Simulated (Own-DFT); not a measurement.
# What a defect does to the pressure of its cell: monoclinic HfO2

No measurement is shown. These are fixed-geometry runs of a retired plane-wave code named Own-DFT, which no person has reviewed; spin and spin-orbit coupling are neglected.

Common settings: PBE; PseudoDojo norm-conserving scalar-relativistic files; cutoff 72 hartree; 2 x 2 x 2 k mesh centred on Gamma; Fermi-Dirac smearing of 0.1 eV.

Known weak points (not all hold for every row): a neutral cation vacancy leaves holes that likely carry spin, which these runs leave out; not probed for a lower state with spin; hafnium file: forces about 75 meV/angstrom off all-electron values; oxygen file: force components 24 meV/angstrom off all-electron in a glass; forces on such cells passed a denser k mesh, each cell not checked; stress not checked against mesh or cutoff.

All runs share one cell, with vectors in Å (10.234, 0.000, 0.000); (0.000, 10.350, 0.000); (-1.696, 0.000, 10.445) and a volume of 1106.4 Å³. The atoms are randomly displaced, by u rms on each axis. The defect's site can differ from row to row.

```
                                      cell     formula   u (Å)  P (GPa)
                                 no defect     Hf32O64  0.0194     3.90
                                 no defect     Hf32O64  0.0451     5.06
                                 no defect     Hf32O64  0.0461     5.54
                       one Si on a Hf site   Hf31O64Si  0.0312     2.87
                       one Si on a Hf site   Hf31O64Si  0.0317     2.97
                       one Si on a Hf site   Hf31O64Si  0.0527     4.31
two Al on a Hf site each and one O vacancy  Al2Hf30O63  0.0286     1.82
two Al on a Hf site each and one O vacancy  Al2Hf30O63  0.0479     2.52
two Al on a Hf site each and one O vacancy  Al2Hf30O63  0.0504     3.40
                  two Al on a Hf site each  Al2Hf30O64  0.0285        ?
                  two Al on a Hf site each  Al2Hf30O64  0.0302     2.21
                  two Al on a Hf site each  Al2Hf30O64  0.0496     4.04
                  two Al on a Hf site each  Al2Hf30O64  0.0514     4.51
                            one Hf vacancy     Hf31O64  0.0284     4.09
                            one Hf vacancy     Hf31O64  0.0299     4.13
                            one Hf vacancy     Hf31O64  0.0518     5.79
```

## What the rows give

P = P0 + c u² + a shift for each defect gives P0 = 3.46 GPa, c = 909 ± 88 GPa/Å² and a scatter of 0.27 GPa. The shifts, and each times the cell's volume:

- one Hf vacancy: -0.12 ± 0.22 GPa, -0.8 eV (not resolved)
- one Si on a Hf site: -1.52 ± 0.22 GPa, -10.5 eV
- two Al on a Hf site each: -1.69 ± 0.23 GPa, -11.7 eV (-5.9 eV for each of its 2 sites)
- two Al on a Hf site each and one O vacancy: -2.59 ± 0.23 GPa, -17.9 eV

Against the defect-free cell, a freed cell would be larger where the shift is positive and smaller where it is negative (160.2 GPa Å³ is 1 eV). The atoms around the defects weren't relaxed, which would change these numbers.

## Check

Q: what pressure belongs in the blank (two Al on a Hf site each, u = 0.0285 Å)?

The fit gives 2.50 ± 0.33 GPa. The hidden result is 2.41 GPa.
